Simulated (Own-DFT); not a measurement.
SiC (4H silicon carbide, atoms displaced) (calculated)

A calculation, not a measurement: plane-wave PBE density functional theory by an unreviewed code, no spin, of a simulated periodic cell, stress positive in tension, free energy of the whole cell less one offset for each atom, forces on such cells passed a denser k mesh, this cell's mesh not checked; offsets are fitted by least squares, one for each functional and potential file, so energies compare only between cells with the same atoms and settings and are not formation energies; the far tail of each file's local potential was reset to the Coulomb form; each entry is a single point on an unrelaxed cell, so the pressure reflects the starting lattice, mostly measured values (interpolated for alloys), from which strain is counted, and rises with the displacements; printed positions are rounded, which can move forces by about a meV/angstrom; the program, named Own-DFT, is a retired in-house code; no spin-orbit coupling. Program: Own-DFT development build.

Settings shared by all entries: functional PBE; potential files PseudoDojo norm-conserving, scalar-relativistic, standard set; wave cutoff 42 hartree; occupations Fermi-Dirac; smearing width 0.1 eV; hardware one NVIDIA H200; k mesh 3 x 3 x 3 centred on Gamma.

(1) SiC (4H silicon carbide, atoms displaced)

```
SiC
1.0
     12.3308     0.0000     0.0000
     -6.1654    10.6788     0.0000
      0.0000     0.0000    10.0681
Si C Si C Si C Si C Si C Si C Si C Si C Si C Si C Si C Si C Si C Si C Si C Si C Si C Si C Si C Si C Si C Si C Si C Si C Si C Si C Si C Si C Si C Si C Si C Si C
2 2 2 2 2 2 2 2 2 2 2 2 2 2 2 2 2 2 2 2 2 2 2 2 2 2 2 2 2 2 2 2 2 2 2 2 2 2 2 2 2 2 2 2 2 2 2 2 2 2 2 2 2 2 2 2 2 2 2 2 2 2 2 2
Direct
  0.98581 0.99174 0.41458
  0.08497 0.16496 0.16432
  0.99531 0.00299 0.10953
  0.08263 0.16543 0.34822
  0.01203 0.25705 0.39380
  0.09243 0.42096 0.15434
  0.99523 0.23867 0.08297
  0.08630 0.41545 0.33100
  0.00270 0.50432 0.40925
  0.08474 0.65848 0.16149
  0.99253 0.48684 0.09060
  0.07776 0.66870 0.33151
  0.00833 0.76053 0.40708
  0.09306 0.93437 0.15692
  0.99937 0.73590 0.09824
  0.09453 0.91879 0.34415
  0.23668 0.99166 0.40028
  0.31893 0.15537 0.15144
  0.26328 0.00951 0.08378
  0.34159 0.17629 0.36288
  0.26093 0.25227 0.40102
  0.33468 0.42375 0.16290
  0.26962 0.26898 0.09214
  0.31535 0.39389 0.33686
  0.24574 0.50081 0.41995
  0.33269 0.65386 0.15872
  0.24287 0.48649 0.09374
  0.34588 0.68214 0.33961
  0.24434 0.75013 0.39986
  0.30261 0.90751 0.16506
  0.24107 0.73850 0.09949
  0.34171 0.92460 0.33272
  0.49747 0.00281 0.39629
  0.59110 0.17050 0.15053
  0.49727 0.00066 0.09718
  0.59064 0.17363 0.33136
  0.50680 0.23827 0.39294
  0.59176 0.41974 0.15546
  0.49262 0.24931 0.09207
  0.59009 0.41440 0.34683
  0.50126 0.48955 0.42008
  0.59472 0.66716 0.14792
  0.51548 0.50847 0.11484
  0.58326 0.66478 0.35754
  0.50626 0.74624 0.39261
  0.57938 0.90772 0.15212
  0.48995 0.74454 0.08795
  0.56056 0.88455 0.33386
  0.73177 0.98725 0.40733
  0.82643 0.15703 0.12290
  0.75908 0.01038 0.10488
  0.82888 0.17152 0.33541
  0.75775 0.25615 0.41169
  0.82662 0.39744 0.18112
  0.72534 0.24603 0.09875
  0.82147 0.40802 0.35344
  0.75525 0.49350 0.42236
  0.84114 0.66237 0.16883
  0.76012 0.50051 0.11685
  0.83250 0.66662 0.33674
  0.75536 0.75749 0.42411
  0.82443 0.92278 0.16467
  0.73950 0.74014 0.09017
  0.83301 0.91523 0.33250
  0.99290 0.98682 0.92312
  0.91519 0.83468 0.67558
  0.00451 0.99869 0.60705
  0.90785 0.83643 0.84700
  0.00895 0.75928 0.89636
  0.91267 0.59120 0.63897
  0.99112 0.74863 0.59452
  0.91804 0.59799 0.84487
  0.99733 0.49373 0.90911
  0.92104 0.31953 0.64344
  0.99889 0.49544 0.59972
  0.92261 0.35010 0.84097
  0.99578 0.24050 0.91231
  0.91651 0.07519 0.67688
  0.99103 0.23933 0.60517
  0.91037 0.07942 0.82919
  0.76146 0.00450 0.89284
  0.67106 0.84540 0.65971
  0.75811 0.01370 0.59742
  0.66164 0.83511 0.84689
  0.73633 0.74134 0.89619
  0.66380 0.57485 0.64959
  0.76209 0.75689 0.58349
  0.67573 0.58763 0.84390
  0.75026 0.49081 0.90791
  0.66117 0.34366 0.64182
  0.76021 0.50021 0.59742
  0.66692 0.32927 0.83858
  0.75850 0.25295 0.88893
  0.68047 0.09255 0.65405
  0.74941 0.25073 0.57868
  0.66127 0.09486 0.83819
  0.49733 0.99874 0.89566
  0.40227 0.82558 0.64077
  0.50754 0.98945 0.59557
  0.43867 0.85208 0.84961
  0.50578 0.75845 0.91162
  0.42419 0.58075 0.64870
  0.49937 0.74280 0.58589
  0.41576 0.57240 0.84052
  0.49529 0.50762 0.90787
  0.42867 0.34228 0.64826
  0.51958 0.50094 0.59890
  0.41168 0.33607 0.83709
  0.48822 0.23029 0.90530
  0.39923 0.07473 0.63819
  0.48707 0.24302 0.60774
  0.42706 0.08849 0.84908
  0.24073 0.00007 0.92057
  0.17852 0.83915 0.66187
  0.23866 0.00469 0.61237
  0.17178 0.83930 0.83018
  0.25882 0.75165 0.88782
  0.16266 0.60414 0.66907
  0.24416 0.72490 0.59027
  0.16984 0.58075 0.85805
  0.24476 0.50526 0.90336
  0.15565 0.33346 0.65722
  0.24281 0.50258 0.60061
  0.17214 0.33416 0.84714
  0.25262 0.25169 0.90214
  0.16170 0.09025 0.66790
  0.26995 0.26330 0.58278
  0.15385 0.06920 0.82992
```

- free energy of cell above offsets: 28.051 eV
- pressure: 12.3 GPa
- stress xx: -8.57 GPa
- stress yy: -13.77 GPa
- stress zz: -14.57 GPa
- stress yz: 0.61 GPa
- stress xz: 0.38 GPa
- stress xy: -0.73 GPa
- wall time: 543.1 s

Force:
| element | x (eV/Å) | y (eV/Å) | z (eV/Å) |
| --- | --- | --- | --- |
| Si | 1.877 | 2.338 | -0.137 |
| Si | -0.231 | 2.238 | -1.103 |
| C | 0.989 | -0.961 | -2.015 |
| C | 1.612 | -1.303 | 0.261 |
| Si | -3.179 | -2.607 | 1.549 |
| Si | -3.448 | -2.77 | -1.414 |
| C | 0.426 | 1.157 | 3.143 |
| C | -0.871 | 1.789 | 3.09 |
| Si | -0.032 | -1.264 | -0.387 |
| Si | -1.542 | -1.21 | -4.301 |
| C | 0.519 | 0.249 | 2.483 |
| C | 1.238 | -0.315 | 5.236 |
| Si | -2.103 | -2.592 | -0.544 |
| Si | -0.312 | -4.12 | 0.228 |
| C | -0.161 | 3.937 | -1.738 |
| C | -6.376 | -1.238 | -2.003 |
| Si | 6.033 | 5.799 | 4.154 |
| Si | 2.47 | 6.84 | 2.476 |
| C | -3.552 | -2.624 | 3.656 |
| C | 1.108 | -5.033 | -3.951 |
| Si | -2.974 | -3.417 | 2.816 |
| Si | 2.898 | -0.184 | -0.899 |
| C | -2.068 | -4.655 | -0.627 |
| C | 0.059 | 7.63 | 1.636 |
| Si | 1.12 | 0.186 | -2.583 |
| Si | -1.987 | 1.776 | -0.512 |
| C | 1.668 | 3.391 | -1.446 |
| C | -2.099 | -4.025 | 0.985 |
| Si | 1.802 | -0.287 | -0.929 |
| Si | 6.223 | -1.318 | -3.394 |
| C | 1.2 | 1.533 | -1.618 |
| C | -3.629 | -1.51 | 4.055 |
| Si | 2.922 | -0.119 | 0.689 |
| Si | -10.39 | -6.682 | 2.108 |
| C | 0.311 | -1.071 | -0.883 |
| C | 2.351 | -2.854 | 1.917 |
| Si | -3.226 | 3.549 | 2.437 |
| Si | -0.036 | -1.418 | 1.024 |
| C | 0.96 | -0.304 | 0.539 |
| C | -0.354 | -0.597 | 1.121 |
| Si | -0.126 | 0.957 | -4.002 |
| Si | -4.677 | -0.201 | 4.198 |
| C | -3.14 | -2.397 | -3.277 |
| C | 2.584 | -1.502 | -1.825 |
| Si | -1.077 | -5.45 | 5.008 |
| Si | -1.919 | 1.514 | -0.407 |
| C | 2.615 | -0.305 | 0.805 |
| C | 0.696 | 10.76 | -0.979 |
| Si | 1.118 | 2.402 | -1.321 |
| Si | -2.228 | 9.177 | 5.806 |
| C | -1.972 | -8.751 | -4.334 |
| C | 1.967 | -1.133 | -0.107 |
| Si | -0.186 | -3.417 | -3.669 |
| Si | -0.537 | 2.238 | -4.885 |
| C | 12.7 | 5.267 | -5.944 |
| C | 3.402 | 2.886 | 1.166 |
| Si | -2.896 | 2.112 | -4.407 |
| Si | -1.809 | 0.613 | -4.177 |
| C | -0.053 | -1.705 | -3.031 |
| C | 0.632 | 0.883 | 6.368 |
| Si | -0.403 | -2.09 | -9.483 |
| Si | 2.568 | -2.932 | -3.404 |
| C | 4.788 | 4.544 | -1.529 |
| C | -1.13 | -0.522 | 5.787 |
| Si | -0.426 | 2.533 | -1.703 |
| Si | 0.721 | 0.145 | -4.366 |
| C | -2.41 | -0.503 | -1.841 |
| C | 1.007 | -1.271 | 2.494 |
| Si | -1.163 | -1.818 | 2.592 |
| Si | 4.38 | -1.406 | 4.992 |
| C | 2.211 | 2.937 | -0.796 |
| C | 1.526 | -2.703 | -1.438 |
| Si | -1.644 | 5.007 | 0.819 |
| Si | -5.851 | 4.487 | 2.563 |
| C | -0.33 | 1.389 | -1.278 |
| C | 1.652 | -6.363 | -2.009 |
| Si | 0.829 | 2.724 | -3.892 |
| Si | 0.762 | 0.817 | -12.92 |
| C | 4.509 | -1.331 | -2.954 |
| C | 2.114 | 1.337 | 12.1 |
| Si | -4.77 | -1.316 | 2.565 |
| Si | -0.727 | -2.148 | -1.47 |
| C | 1.299 | -3.026 | -0.848 |
| C | 2.021 | 0.744 | -0.923 |
| Si | 1.415 | 2.02 | 2.958 |
| Si | 5.326 | 5.146 | 3.315 |
| C | -1.086 | -0.157 | 9.083 |
| C | -1.539 | -3.2 | -1.426 |
| Si | -0.073 | 1.695 | 1.126 |
| Si | 2.02 | -4.868 | 3.466 |
| C | -4.31 | 0.115 | -0.828 |
| C | -0.868 | 0.703 | -0.521 |
| Si | -2.85 | 1.681 | 2.375 |
| Si | -3.466 | -0.134 | 0.222 |
| C | -0.229 | 0.277 | 5.021 |
| C | 3.863 | -2.052 | -0.232 |
| Si | -0.043 | 5.191 | 4.255 |
| Si | 5.349 | 0.556 | 1.874 |
| C | -3.186 | 1.623 | -2.617 |
| C | -2.592 | -7.718 | -3.629 |
| Si | -1.067 | -2.395 | -1.617 |
| Si | -1.437 | -0.111 | 1.331 |
| C | -0.278 | 1.551 | 0.686 |
| C | -4.228 | 4.135 | -0.903 |
| Si | 4.956 | -3.291 | 1.858 |
| Si | -2.197 | -2.073 | 3.049 |
| C | -6.063 | -1.555 | -2.15 |
| C | 2.015 | -0.206 | 0.579 |
| Si | -0.057 | 8.587 | 1.486 |
| Si | 4.146 | 1.734 | 3.562 |
| C | 3.564 | 0.554 | -3.672 |
| C | -3.255 | -6.761 | -3.478 |
| Si | 2.316 | 0.38 | -8.09 |
| Si | -2.708 | -0.596 | -3.972 |
| C | 1.036 | -2.585 | -4.059 |
| C | 0.871 | -0.614 | 5.146 |
| Si | -0.47 | 1.384 | 4.365 |
| Si | 0.308 | -13.45 | 3.839 |
| C | -1.37 | 12.23 | -5.265 |
| C | -3.988 | 3.046 | -3.06 |
| Si | 5.737 | -3.587 | 0.986 |
| Si | 3.066 | 0.453 | 0.33 |
| C | 0.703 | 0.085 | 0.417 |
| C | -2.668 | -0.575 | -0.611 |
| Si | 0 | 0.117 | 0.383 |
| Si | 1.553 | 1.898 | -6.01 |
| C | -3.906 | -1.481 | 2.016 |
| C | -0.156 | 1.125 | 9.258 |

(2) SiC (4H silicon carbide, atoms displaced)

```
SiC
1.0
     12.3308     0.0000     0.0000
     -6.1654    10.6788     0.0000
      0.0000     0.0000    10.0681
Si C Si C Si C Si C Si C Si C Si C Si C Si C Si C Si C Si C Si C Si C Si C Si C Si C Si C Si C Si C Si C Si C Si C Si C Si C Si C Si C Si C Si C Si C Si C Si C
2 2 2 2 2 2 2 2 2 2 2 2 2 2 2 2 2 2 2 2 2 2 2 2 2 2 2 2 2 2 2 2 2 2 2 2 2 2 2 2 2 2 2 2 2 2 2 2 2 2 2 2 2 2 2 2 2 2 2 2 2 2 2 2
Direct
  0.99156 0.00139 0.40482
  0.07768 0.16408 0.15578
  0.00323 0.00665 0.10052
  0.08724 0.15980 0.35039
  0.99841 0.24604 0.40930
  0.09088 0.41421 0.15444
  0.99562 0.24584 0.10211
  0.07851 0.42166 0.35898
  0.00652 0.50719 0.41182
  0.08606 0.68349 0.13948
  0.00688 0.49115 0.08731
  0.09857 0.65892 0.35113
  0.01741 0.75835 0.39706
  0.07007 0.90502 0.16331
  0.01698 0.76651 0.08141
  0.08396 0.91929 0.33916
  0.26047 0.00187 0.39263
  0.32689 0.16982 0.15844
  0.25332 0.00623 0.08494
  0.34710 0.15955 0.34876
  0.23022 0.24098 0.37989
  0.32824 0.41701 0.15654
  0.26045 0.25137 0.08548
  0.33617 0.42655 0.33649
  0.25572 0.51119 0.41273
  0.33859 0.66882 0.14367
  0.24033 0.49636 0.07768
  0.34225 0.67118 0.34781
  0.24608 0.73851 0.40077
  0.31278 0.91618 0.16008
  0.24575 0.75634 0.09514
  0.32786 0.91587 0.34454
  0.51413 0.02336 0.40084
  0.58402 0.16067 0.14760
  0.50265 0.00670 0.11297
  0.57851 0.16778 0.33338
  0.51053 0.24656 0.39585
  0.58232 0.40953 0.16647
  0.50535 0.25004 0.10163
  0.58143 0.42111 0.34447
  0.49132 0.50739 0.40289
  0.56893 0.67362 0.16240
  0.50234 0.50011 0.08923
  0.58848 0.67235 0.34246
  0.48775 0.73375 0.40199
  0.58937 0.92077 0.15683
  0.51507 0.77160 0.10259
  0.57330 0.91614 0.33063
  0.76574 0.00233 0.41556
  0.84535 0.16556 0.16563
  0.76281 0.01430 0.10109
  0.81363 0.15233 0.35899
  0.74482 0.26998 0.40932
  0.82621 0.41677 0.14108
  0.75176 0.25506 0.09417
  0.84399 0.41535 0.34167
  0.75803 0.50128 0.39092
  0.83447 0.66423 0.15913
  0.74799 0.50458 0.07676
  0.83710 0.67548 0.35610
  0.75695 0.75549 0.40656
  0.83203 0.91430 0.16095
  0.76371 0.76105 0.11387
  0.82615 0.91777 0.34962
  0.02119 0.02604 0.89977
  0.91693 0.84204 0.66225
  0.99926 0.01061 0.59258
  0.91107 0.83157 0.83242
  0.00864 0.74667 0.89529
  0.91736 0.57499 0.65705
  0.99984 0.75445 0.57755
  0.92254 0.58570 0.83620
  0.99483 0.49514 0.90161
  0.91620 0.32273 0.66410
  0.99763 0.50282 0.60250
  0.91602 0.32506 0.84028
  0.00978 0.26294 0.90502
  0.90476 0.09073 0.67274
  0.99757 0.24006 0.58310
  0.91742 0.08575 0.83951
  0.75380 0.99910 0.90778
  0.66222 0.83991 0.66647
  0.75991 0.02270 0.57585
  0.66716 0.83657 0.85047
  0.75988 0.76083 0.91185
  0.66320 0.58489 0.65466
  0.73249 0.74403 0.59560
  0.66803 0.59234 0.84758
  0.75330 0.49349 0.90557
  0.65849 0.31151 0.66637
  0.74130 0.51464 0.57618
  0.66378 0.33035 0.84501
  0.74221 0.26010 0.90185
  0.67664 0.09367 0.66117
  0.75730 0.25562 0.59578
  0.65392 0.08294 0.83850
  0.50528 0.00079 0.90306
  0.42314 0.84266 0.65706
  0.49328 0.99435 0.59043
  0.40864 0.82739 0.84150
  0.51208 0.75302 0.90563
  0.42008 0.58974 0.65118
  0.51438 0.76759 0.57479
  0.41755 0.59224 0.82986
  0.50322 0.49857 0.91562
  0.42165 0.33866 0.63177
  0.49540 0.49683 0.60915
  0.42476 0.33025 0.84792
  0.50434 0.24384 0.90515
  0.42111 0.08046 0.65487
  0.50065 0.26104 0.58977
  0.40619 0.06581 0.84794
  0.26235 0.01574 0.92956
  0.16826 0.81851 0.65593
  0.27246 0.99828 0.58187
  0.17337 0.83583 0.83295
  0.26011 0.75823 0.89207
  0.17055 0.59369 0.66658
  0.26686 0.75422 0.58646
  0.16793 0.58290 0.85238
  0.24765 0.50476 0.91118
  0.16893 0.32641 0.65572
  0.24240 0.49753 0.58453
  0.19087 0.36444 0.83430
  0.25777 0.24040 0.91427
  0.17092 0.08271 0.65906
  0.26158 0.26491 0.59574
  0.16194 0.08973 0.84070
```

* free energy of cell above offsets: 20.666 eV
* pressure: 10.87 GPa
* stress xx: -9.47 GPa
* stress yy: -10.72 GPa
* stress zz: -12.43 GPa
* stress yz: -0.43 GPa
* stress xz: 0.83 GPa
* stress xy: -0.49 GPa
* wall time: 593.5 s

Force:
| element | x (eV/Å) | y (eV/Å) | z (eV/Å) |
| --- | --- | --- | --- |
| Si | 2.013 | -1.779 | 1.706 |
| Si | 1.762 | 0.747 | 0.439 |
| C | 0.21 | -1.838 | -1.612 |
| C | -8.503 | -2.532 | -4.036 |
| Si | -1.603 | 0.84 | -1.493 |
| Si | -3.249 | 0.146 | 2.461 |
| C | 3.113 | 2.315 | -1.966 |
| C | 3.707 | -1.978 | -2.842 |
| Si | -1.039 | -2.125 | 1.277 |
| Si | 3.099 | -5.318 | 2.435 |
| C | -3.555 | 1.804 | -0.007 |
| C | -6.561 | 1.091 | -3.89 |
| Si | -1.071 | -1.798 | 1.787 |
| Si | 0.092 | 5.532 | -1.537 |
| C | -3.116 | -3.702 | -0.713 |
| C | 0.137 | 0.766 | 0.936 |
| Si | -2.635 | -1.055 | 3.695 |
| Si | 4.752 | -1.064 | 1.218 |
| C | -2.653 | -0.251 | 8.922 |
| C | -4.391 | 2.679 | -2.832 |
| Si | 10.62 | 6.318 | 5.787 |
| Si | 1.65 | 1.004 | -2.286 |
| C | -4.086 | 0.717 | 3.665 |
| C | -2.105 | -2.369 | 0.165 |
| Si | -1.324 | -2.217 | -2.046 |
| Si | -1.909 | 1.107 | 1.838 |
| C | 3.193 | 1.241 | 5.409 |
| C | -4.041 | -3.164 | -3.655 |
| Si | 4.023 | 5.312 | 1.796 |
| Si | 5.06 | 0.637 | 0.534 |
| C | 2.835 | -0.006 | -2.009 |
| C | 2.338 | -1.711 | -1.348 |
| Si | 0.412 | -7.922 | 1.072 |
| Si | -0.223 | 3.663 | 1.069 |
| C | -0.387 | -4.556 | -4.412 |
| C | 3.722 | 3.231 | -0.168 |
| Si | -4.257 | 3.461 | 2.577 |
| Si | -1.127 | 1.735 | -2.507 |
| C | -1.028 | -0.741 | -1.738 |
| C | 0.958 | -0.463 | 0.246 |
| Si | 3.765 | -0.474 | 1.498 |
| Si | 5.28 | -1.916 | -0.437 |
| C | -1.601 | 0.762 | 3.421 |
| C | -0.685 | -1.043 | 0.373 |
| Si | 4.093 | 7 | 0.352 |
| Si | -1.024 | 5.139 | 1.341 |
| C | -1.957 | -5.307 | -4.43 |
| C | 1.635 | 0.02 | 3.915 |
| Si | -5.86 | -1.534 | -4.194 |
| Si | -5.097 | 1.133 | 1.84 |
| C | -0.437 | -4.014 | -2.446 |
| C | 1.933 | 5.3 | -3.046 |
| Si | 2.673 | -5.047 | 0.192 |
| Si | 2.972 | 0.855 | 1.81 |
| C | 0.518 | -1.67 | -1.086 |
| C | -2.109 | 3.173 | -1.748 |
| Si | -1.945 | 0.79 | 2.768 |
| Si | -0.396 | 1.262 | 0.022 |
| C | 0.759 | -0.396 | 4.773 |
| C | 3.115 | -1.482 | -3.624 |
| Si | -2.44 | -0.754 | 1.95 |
| Si | -0.194 | 3.748 | 0.461 |
| C | -1.703 | -3.391 | -3.509 |
| C | 3.893 | -0.846 | -1.735 |
| Si | -6.015 | -6.509 | 3.018 |
| Si | 0.068 | -1.219 | -4.815 |
| C | 0.312 | -1.005 | 0.93 |
| C | 2.623 | 1.681 | 4.295 |
| Si | -1.663 | 2.296 | -0.684 |
| Si | -4.826 | 2.865 | -2.501 |
| C | 1.357 | -0.373 | 3.229 |
| C | -0.824 | -1.842 | 1.998 |
| Si | 1.854 | 0.634 | 0.405 |
| Si | 0.815 | 2.649 | -3.266 |
| C | 2.944 | -1.855 | -1.149 |
| C | -2.13 | 1.052 | 1.569 |
| Si | 1.243 | -1.199 | 0.444 |
| Si | 3.233 | -0.829 | -6.317 |
| C | 0.089 | 1.987 | 4.463 |
| C | 0.104 | 1.268 | 4.183 |
| Si | -1.216 | 1.966 | 1.488 |
| Si | 1.76 | -0.036 | -3.31 |
| C | -0.862 | -2.502 | 9.136 |
| C | 1.567 | 1.37 | -0.434 |
| Si | -0.251 | -1.971 | 0.578 |
| Si | -0.436 | 0.199 | 1.415 |
| C | 1.642 | 3.272 | -0.293 |
| C | 1.366 | -1.154 | 0.072 |
| Si | -2.343 | 3.085 | -3.554 |
| Si | -2.159 | 4.34 | -2.809 |
| C | 4.625 | -2.764 | 1.781 |
| C | -1.119 | 1.74 | -0.829 |
| Si | 5.418 | -3.907 | 2.541 |
| Si | -1.707 | -2.213 | -2.94 |
| C | -1.349 | -0.312 | -0.092 |
| C | 4.472 | 1.962 | 0.734 |
| Si | -3.245 | -2.456 | 2.85 |
| Si | 1.176 | -2.322 | -1.221 |
| C | 2.535 | 4.362 | -0.627 |
| C | 5.885 | 3.201 | -0.389 |
| Si | -3.708 | -1.397 | 0.391 |
| Si | -1.075 | -0.156 | -0.736 |
| C | -1.776 | -1.837 | 4.111 |
| C | 0.816 | -0.377 | 4.321 |
| Si | -0.513 | 0.249 | -4.035 |
| Si | -0.931 | -1.12 | 4.572 |
| C | -0.511 | 3.475 | -3.628 |
| C | -0.539 | -0.301 | -0.702 |
| Si | -2.516 | -0.364 | 1.435 |
| Si | -0.998 | 1.407 | 0.588 |
| C | 4.371 | -3.871 | -0.75 |
| C | 1.727 | 3.786 | -1.135 |
| Si | -1.613 | -2.676 | -10.65 |
| Si | -1.235 | 3.253 | -3.161 |
| C | -5.164 | -1.265 | 0.831 |
| C | -0.789 | 0.322 | 2.286 |
| Si | -4.332 | -2.762 | 3.467 |
| Si | 1.252 | -1.965 | -1.851 |
| C | -2.206 | -1.831 | 1.001 |
| C | -1.687 | 1.403 | -1.267 |
| Si | 2.042 | 3.223 | -4.458 |
| Si | -1.564 | 2.585 | -1.045 |
| C | 0.947 | 0.884 | 3.522 |
| C | -0.841 | -7.493 | 0.895 |
| Si | -0.379 | 4.426 | -4.293 |
| Si | 0.756 | 0.699 | -3.054 |
| C | -0.889 | -4.183 | -2.411 |
| C | 6.392 | 1.362 | -0.542 |
